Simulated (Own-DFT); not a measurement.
# How strain changes the stress of wurtzite GaN, 96 atoms (Ga48N48)

Calculated results; nothing here was measured. They come from Own-DFT, an in-house plane-wave density functional program, since retired, whose code no person has reviewed. Each row is one single-point run on a periodic cell that was not relaxed, without spin or spin-orbit coupling.

Settings of every run: PBE; PseudoDojo norm-conserving scalar-relativistic files (stringent for Ga); cutoff 96 hartree; 3 x 4 x 3 k mesh centred on Gamma; Gaussian smearing of 0.01 eV.

Known limits: forces on such cells passed a denser k mesh, each cell not checked; stress not checked against mesh or cutoff.

Unstrained cell vectors in Å: (12.756, 0.000, 0.000); (-4.784, 8.285, 0.000); (0.000, 0.000, 10.370). The unstrained cell has measured lattice constants (interpolated for alloys), not those of this functional. That, the random moves and any unrelaxed bonds set the pressure at no strain. Each run strains this cell uniformly, with the atoms carried along. Every atom was also moved at random, by a Gaussian of width 0.05 Å on each axis. Strain is the symmetric tensor, in per cent. Stress is positive in tension, and the pressure is minus a third of its trace.

```
run  e_xx (%)  e_yy (%)  e_zz (%)  e_yz (%)  e_xz (%)  e_xy (%)  s_xx (GPa)  s_yy (GPa)  s_zz (GPa)  s_yz (GPa)  s_xz (GPa)  s_xy (GPa)  P (GPa)  E (meV/atom)
  1     -0.32     -1.00     -0.54     -1.60     -0.48     -0.47       -9.74      -12.96      -11.44       -2.22       -0.62       -2.53    11.38          34.6
  2      1.50      0.37      1.30     -0.19      1.91      0.66       -1.37       -3.15       -0.67       -0.24        3.77        2.63     1.73           8.4
  3      0.50     -0.52     -0.18      0.81     -0.01      0.56       -4.39       -8.47       -9.79        1.67       -0.12        2.47     7.55           2.0
  4     -1.93      1.63      0.20      1.16     -1.56      1.64      -14.09       -3.14       -6.81        3.53       -4.85        6.17     8.01          26.7
  5      1.77      1.14     -1.05     -1.12      0.18     -1.49        0.31       -2.01       -9.99       -2.83        0.39       -3.33     3.90           5.3
  6      0.60     -1.28     -0.57      0.80     -0.10     -1.30       -6.01      -12.61      -11.48        2.53        0.11       -2.12    10.03          22.0
  7     -0.01     -0.80      0.69     -1.90     -1.15     -1.82       -7.65      -10.46       -5.18       -4.08       -2.18       -5.17     7.76          19.2
  8      1.30     -1.69      0.12     -0.71      1.32     -1.25       -4.33      -11.26       -7.45       -1.80        2.66       -3.69     7.68           7.4
  9     -0.44     -0.99     -1.39     -1.63      0.79     -1.82      -11.42      -11.10      -16.38       -3.14        2.00       -6.21    12.97          20.8
 10      1.44      0.96     -1.12      1.01      0.95     -0.21       -1.78       -3.59      -10.24        3.00        2.48       -1.45     5.20          10.0
 11     -1.96     -1.41      1.76     -1.56      1.71     -1.04      -16.48      -14.23       -2.47       -2.59        3.10       -2.41    11.06          33.8
 12     -1.80      0.20     -0.57     -1.92      1.57     -1.68      -16.65       -9.17      -12.84       -4.59        3.29       -6.34    12.88          46.2
 13     -1.85     -1.84     -0.03      0.77     -1.28      1.76      -20.03      -16.32      -10.86        1.41       -3.43        6.77    15.74          45.0
 14      0.25     -0.23      0.27      0.89     -0.25     -2.00       -7.44       -7.63       -6.54        1.42       -0.49       -7.95     7.20          19.6
 15     -0.08      0.07     -0.98      0.39      0.34     -0.65       -7.44       -7.46      -11.44        0.51        0.67       -1.94     8.78           0.0
 16     -0.72     -0.76     -1.63     -1.22     -0.87      1.63      -11.48      -13.07      -17.41       -2.86       -1.27        5.15    13.99          36.3
 17      1.80      1.77     -1.99      0.78      0.74     -1.22           ?           ?           ?           ?           ?           ?        ?             ?
```

E is the free energy for each atom above the lowest run shown.

## Worked fit

Each stress component was fitted by least squares to a constant and the strains of the runs shown, as fractions, with shears doubled. Shear strains stay in the fit of a normal stress only where such slopes are resolved. The slopes, in GPa:

```
stress,at no strain,per e_xx,per e_yy,per e_zz,scatter
s_xx,-7.8,437 ± 24,99 ± 29,30 ± 32,1.14
s_yy,-7.4,118 ± 16,372 ± 19,69 ± 21,0.76
s_zz,-7.9,90 ± 13,100 ± 17,473 ± 18,0.65
```

Each shear stress against twice its own strain: yz 108 ± 10, xz 106 ± 5, xy 169 ± 14 GPa. These are stiffnesses along x, y and z of the frame in which the cell vectors are given, which need not be the crystal's axes. The atoms are held to the strained lattice; where symmetry lets them move under strain, relaxing them would lower some slopes. The table should be nearly symmetric about its diagonal, and what it lacks of that shows the noise. A ninth of its sum, 199 ± 6 GPa, estimates the bulk modulus near the mean pressure of these runs, 9.1 GPa, so it lies above the value at zero pressure.

## Withheld run

Question: what normal stresses and pressure should run 17 give?

The fit gives s_xx = 1.2, s_yy = -0.1, s_zz = -13.9 and P = 4.3 GPa. The calculation gave 0.62, -0.86, -12.80 and P = 4.35 GPa.
